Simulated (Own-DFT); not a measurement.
# Short bonds, stiff crystals?

Calculated, not measured: single-point runs of Own-DFT, a retired in-house plane-wave DFT program that no person has reviewed, on unrelaxed cells, without spin or spin-orbit coupling.

Known weak points (not all hold for every row): forces on such cells moved up to 12 meV/angstrom on a denser k mesh; forces not confirmed at this smearing and k mesh; k mesh not checked against a denser one; stress not checked against mesh or cutoff.

All runs are PBE with PseudoDojo norm-conserving files; cutoff and k mesh are each material's own. Every cell starts from measured lattice constants and was given uniform random strains and small random moves of its atoms. Each triple is the change of volume in per cent, the rms move u in Å and the pressure in GPa.

- wurtzite AlN (Al64N64), 10.45 Å³/atom unstrained: (-1.27, 0.050, 8.54); (-0.68, 0.048, 7.43); (-0.39, 0.050, 6.36); (0.29, 0.051, 5.44); (0.62, 0.049, 4.22); (1.33, 0.050, 2.98); (3.28, 0.051, -0.92)
- wurtzite GaN (Ga36N36), 11.42 Å³/atom unstrained: withheld
- diamond silicon (Si64), 20.02 Å³/atom unstrained: (-2.44, 0.051, 5.37); (-2.20, 0.050, 4.81); (-2.01, 0.050, 4.97); (-1.65, 0.052, 4.29); (-0.85, 0.055, 3.76); (-0.64, 0.048, 3.31); (3.14, 0.050, 0.11)
- zincblende GaAs (As32Ga32), 22.58 Å³/atom unstrained: (-3.21, 0.048, 6.89); (-2.87, 0.051, 6.66); (-1.45, 0.050, 5.26); (0.65, 0.046, 3.74); (1.02, 0.052, 3.55); (1.57, 0.049, 2.82); (2.55, 0.047, 2.34)
- zincblende InP (In48P48), 25.27 Å³/atom unstrained: (-2.24, 0.050, 5.59); (-2.22, 0.052, 5.56); (-1.80, 0.046, 5.03); (-1.71, 0.050, 4.90); (-1.52, 0.048, 4.79); (1.52, 0.048, 2.57); (3.05, 0.051, 1.65)
- grey tin (Sn64), 34.15 Å³/atom unstrained: (-2.34, 0.049, 5.08); (-1.13, 0.047, 4.33); (-0.10, 0.045, 3.70); (0.16, 0.048, 3.58); (0.30, 0.046, 3.47); (0.41, 0.047, 3.54); (1.34, 0.050, 3.13)

## Fit

Fit a line to each set against the fractional change of volume; B is minus its slope, and u is nearly the same within a set. To take it to zero pressure, assume that B rises by 4 GPa for each GPa: B0 = B - 4 x (mean pressure). The bond length of an ideal tetrahedral crystal with the unstrained volume v is d = (√3/4)(8 v)^(1/3). Cohen's empirical rule reads B0 = (1971 - 220 L) d^(-3.5) GPa, with L = 0 for group IV crystals and SiC and 1 for III-V compounds.

```
                  material  L  d (Å)  B (GPa)  mean P (GPa)  B0 (GPa)  rule (GPa)
    wurtzite AlN (Al64N64)  1  1.893  209 ± 6           4.9   189 ± 6         188
    wurtzite GaN (Ga36N36)  1  1.950        ?             ?         ?         169
    diamond silicon (Si64)  0  2.352   92 ± 4           3.8    77 ± 4          99
zincblende GaAs (As32Ga32)  1  2.448   80 ± 3           4.5    62 ± 3          76
  zincblende InP (In48P48)  1  2.541   73 ± 3           4.3    56 ± 3          67
           grey tin (Sn64)  0  2.810   55 ± 3           3.8    39 ± 3          53
```

A line through ln[B0/(1971 - 220 L)] against ln d has a slope of -4.2 ± 0.2 and a scatter of 6 %. Against the rule, B0 stands at 101 % for wurtzite AlN, 78 % for diamond silicon, 82 % for zincblende GaAs, 84 % for zincblende InP, 74 % for grey tin. PBE tends to make silicon and heavier crystals too soft, and the rule itself is only a guide.

## Test on the hidden row

Q: what B0 does the fitted trend give for wurtzite GaN (Ga36N36)?

The straight line predicts 163 GPa. Its own runs give B = 201 ± 4 GPa at a mean pressure of 7.2 GPa, so B0 = 172 GPa.
